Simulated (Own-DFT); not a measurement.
# One host, several defects: zincblende GaAs

Everything here is calculated. The program is Own-DFT (plane waves, in-house, since retired, never reviewed by a person); positions were held fixed, and spin and spin-orbit coupling were off.

Common settings: PBE; PseudoDojo norm-conserving scalar-relativistic files; cutoff 42 hartree; 3 x 3 x 3 k mesh centred on Gamma; Fermi-Dirac smearing of 0.1 eV.

Known weak points (not all hold for every row): not probed for a lower state with spin; forces not confirmed at this smearing and k mesh; stress not checked against mesh or cutoff.

All runs share one cell, with vectors in Å (11.737, 0.000, 0.000); (0.000, 11.737, 0.000); (0.000, 0.000, 10.833) and a volume of 1492.4 Å³, strained against the parent crystal. u is the rms random offset of the atoms per axis. The defect's site can differ from row to row.

| cell | formula | u (Å) | P (GPa) |
|---|---|---|---|
| no defect | As32Ga32 | 0.0327 | 1.27 |
| no defect | As32Ga32 | 0.0346 | 1.32 |
| no defect | As32Ga32 | 0.0505 | 1.53 |
| one In on a Ga site | As32Ga31In | 0.0473 | 2.03 |
| one In on a Ga site | As32Ga31In | 0.0475 | 2.05 |
| one In on a Ga site | As32Ga31In | 0.0497 | ? |
| one In on a Ga site | As32Ga31In | 0.0518 | 2.21 |
| one As vacancy and one Ga vacancy | As31Ga31 | 0.0317 | 0.90 |
| one As vacancy and one Ga vacancy | As31Ga31 | 0.0515 | 1.16 |
| one As vacancy and one Ga vacancy | As31Ga31 | 0.0522 | 1.30 |
| one P on an As site | As31Ga32P | 0.0300 | 1.01 |
| one P on an As site | As31Ga32P | 0.0302 | 1.03 |
| one P on an As site | As31Ga32P | 0.0310 | 1.03 |
| one Al on a Ga site | AlAs32Ga31 | 0.0284 | 1.24 |
| one Al on a Ga site | AlAs32Ga31 | 0.0481 | 1.55 |
| one Al on a Ga site | AlAs32Ga31 | 0.0515 | 1.49 |

## What the rows give

P = P0 + c u² + a shift for each defect gives P0 = 1.08 GPa, c = 180 ± 22 GPa/Å² and a scatter of 0.05 GPa. The shifts, and each times the cell's volume:

- one In on a Ga site: 0.58 ± 0.05 GPa, 5.4 eV
- one Al on a Ga site: 0.00 ± 0.04 GPa, 0.0 eV (not resolved)
- one P on an As site: -0.22 ± 0.04 GPa, -2.1 eV
- one As vacancy and one Ga vacancy: -0.35 ± 0.04 GPa, -3.2 eV

Against the defect-free cell, a freed cell would be larger where the shift is positive and smaller where it is negative (160.2 GPa Å³ is 1 eV). The atoms around the defects weren't relaxed, which would change these numbers.

## Prediction

Question: what pressure belongs in the blank (one In on a Ga site, u = 0.0497 Å)?

From the fit: 2.11 ± 0.06 GPa. Computed: 2.13 GPa.
